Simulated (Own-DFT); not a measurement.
# Point defects and the pressure they add: wurtzite GaN

Everything here is calculated. The program is Own-DFT (plane waves, in-house, since retired, never reviewed by a person); positions were held fixed, and spin and spin-orbit coupling were off.

Common settings: PBE; PseudoDojo norm-conserving scalar-relativistic files; cutoff 42 hartree; 4 x 4 x 3 k mesh centred on Gamma; Fermi-Dirac smearing of 0.1 eV.

Keep in mind (not all hold for every row): some atoms lie very close together; not probed for a lower state with spin; forces not confirmed at this smearing and k mesh; stress not checked against mesh or cutoff.

All runs share one cell, with vectors in Å (9.567, 0.000, 0.000); (-4.784, 8.285, 0.000); (0.000, 0.000, 10.370) and a volume of 822.0 Å³. u is the rms random offset of the atoms per axis. The defect's site can differ from row to row.

| cell | formula | u (Å) | P (GPa) |
|---|---|---|---|
| no defect | Ga36N36 | 0.0201 | 5.98 |
| no defect | Ga36N36 | 0.0212 | 5.98 |
| no defect | Ga36N36 | 0.0465 | 6.99 |
| one N on a Ga site | Ga35N37 | 0.0293 | 5.45 |
| one N on a Ga site | Ga35N37 | 0.0314 | 5.69 |
| one N on a Ga site | Ga35N37 | 0.0481 | ? |
| one N on a Ga site | Ga35N37 | 0.0540 | 6.64 |
| one Ga on an N site | Ga37N35 | 0.0323 | 12.07 |
| one Ga on an N site | Ga37N35 | 0.0504 | 13.57 |
| one Ga on an N site | Ga37N35 | 0.0524 | 13.57 |

## Fit

P = P0 + c u² + a shift for each defect gives P0 = 5.66 GPa, c = 655 ± 80 GPa/Å² and a scatter of 0.20 GPa. The shifts, and each times the cell's volume:

- one Ga on an N site: 6.03 ± 0.19 GPa, 30.9 eV
- one N on a Ga site: -0.77 ± 0.17 GPa, -3.9 eV

Against the defect-free cell, a freed cell would be larger where the shift is positive and smaller where it is negative (160.2 GPa Å³ is 1 eV). The atoms around the defects weren't relaxed, which would change these numbers.

## Prediction

Question: what pressure belongs in the blank (one N on a Ga site, u = 0.0481 Å)?

From the fit: 6.41 ± 0.24 GPa. The calculation gave 6.49 GPa.
